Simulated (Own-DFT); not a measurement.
# Bulk modulus against bond length in tetrahedral crystals

The numbers are computed, not measured, by runs of the plane-wave DFT program Own-DFT (in-house, retired, unreviewed) at fixed positions, with no spin and no spin-orbit coupling.

Known weak points (not all hold for every row): forces on such cells moved up to 12 meV/angstrom on a denser k mesh; forces not confirmed at this smearing and k mesh; k mesh not checked against a denser one; forces on such cells passed a denser k mesh, each cell not checked; stress not checked against mesh or cutoff.

All runs are PBE with PseudoDojo norm-conserving files; cutoff and k mesh are each material's own. Every cell starts from measured lattice constants and was given uniform random strains and small random moves of its atoms. Each triple is the change of volume in per cent, the rms move u in Å and the pressure in GPa.

- 4H SiC (C36Si36), 10.36 Å³/atom unstrained: (-2.77, 0.049, 12.24); (-1.09, 0.054, 7.86); (-0.96, 0.050, 7.57); (1.41, 0.052, 2.66); (1.84, 0.049, 1.31); (2.08, 0.049, 0.51); (2.42, 0.048, 0.22)
- wurtzite AlN (Al64N64), 10.45 Å³/atom unstrained: (-1.83, 0.049, 9.53); (-1.45, 0.054, 9.60); (-1.28, 0.048, 8.38); (1.31, 0.049, 2.71); (1.69, 0.049, 2.08); (2.41, 0.048, 0.62); (2.48, 0.052, 0.98)
- wurtzite GaN (Ga36N36), 11.42 Å³/atom unstrained: withheld
- diamond silicon (Si64), 20.02 Å³/atom unstrained: (-2.19, 0.046, 4.68); (-0.99, 0.051, 3.65); (-0.62, 0.049, 3.25); (0.93, 0.049, 1.93); (1.62, 0.053, 1.30); (1.85, 0.047, 0.83); (2.00, 0.049, 0.76)
- zincblende GaP (Ga32P32), 20.24 Å³/atom unstrained: (-2.84, 0.049, 6.00); (0.61, 0.048, 3.00); (1.08, 0.050, 2.60); (1.84, 0.049, 1.75); (2.19, 0.050, 1.36); (2.49, 0.050, 1.24); (3.50, 0.047, 0.33)
- zincblende GaAs (As32Ga32), 22.58 Å³/atom unstrained: (-2.77, 0.055, 6.59); (-0.53, 0.047, 4.46); (-0.50, 0.048, 4.43); (-0.11, 0.054, 4.20); (0.08, 0.046, 4.09); (1.00, 0.047, 3.34); (3.92, 0.053, 1.47)
- grey tin (Sn64), 34.15 Å³/atom unstrained: (-2.85, 0.053, 5.41); (-1.83, 0.048, 4.73); (-1.79, 0.049, 4.66); (-1.45, 0.053, 4.47); (-1.17, 0.056, 4.50); (-0.18, 0.049, 3.75); (1.31, 0.049, 3.10)

## Worked fit

Fit a line to each set against the fractional change of volume; B is minus its slope, and u is nearly the same within a set. To take it to zero pressure, assume that B rises by 4 GPa for each GPa: B0 = B - 4 x (mean pressure). The bond length of an ideal tetrahedral crystal with the unstrained volume v is d = (√3/4)(8 v)^(1/3). Cohen's empirical rule reads B0 = (1971 - 220 L) d^(-3.5) GPa, with L = 0 for group IV crystals and SiC and 1 for III-V compounds.

| material | L | d (Å) | B (GPa) | mean P (GPa) | B0 (GPa) | rule (GPa) |
|---|---|---|---|---|---|---|
| 4H SiC (C36Si36) | 0 | 1.888 | 230 ± 6 | 4.6 | 212 ± 6 | 213 |
| wurtzite AlN (Al64N64) | 1 | 1.893 | 214 ± 9 | 4.8 | 195 ± 9 | 188 |
| wurtzite GaN (Ga36N36) | 1 | 1.950 | ? | ? | ? | 169 |
| diamond silicon (Si64) | 0 | 2.352 | 93 ± 3 | 2.3 | 84 ± 3 | 99 |
| zincblende GaP (Ga32P32) | 1 | 2.360 | 90 ± 2 | 2.3 | 81 ± 2 | 87 |
| zincblende GaAs (As32Ga32) | 1 | 2.448 | 75 ± 4 | 4.1 | 59 ± 4 | 76 |
| grey tin (Sn64) | 0 | 2.810 | 55 ± 3 | 4.4 | 38 ± 3 | 53 |

A line through ln[B0/(1971 - 220 L)] against ln d has a slope of -4.4 ± 0.2 and a scatter of 6 %. Against the rule, B0 stands at 99 % for 4H SiC, 104 % for wurtzite AlN, 85 % for diamond silicon, 93 % for zincblende GaP, 77 % for zincblende GaAs, 71 % for grey tin. PBE tends to make silicon and heavier crystals too soft, and the rule itself is only a guide.

## Test on the hidden row

Q: what B0 does the fitted trend give for wurtzite GaN (Ga36N36)?

The straight line predicts 169 GPa. Its own runs give B = 203 ± 7 GPa at a mean pressure of 7.7 GPa, so B0 = 172 GPa.
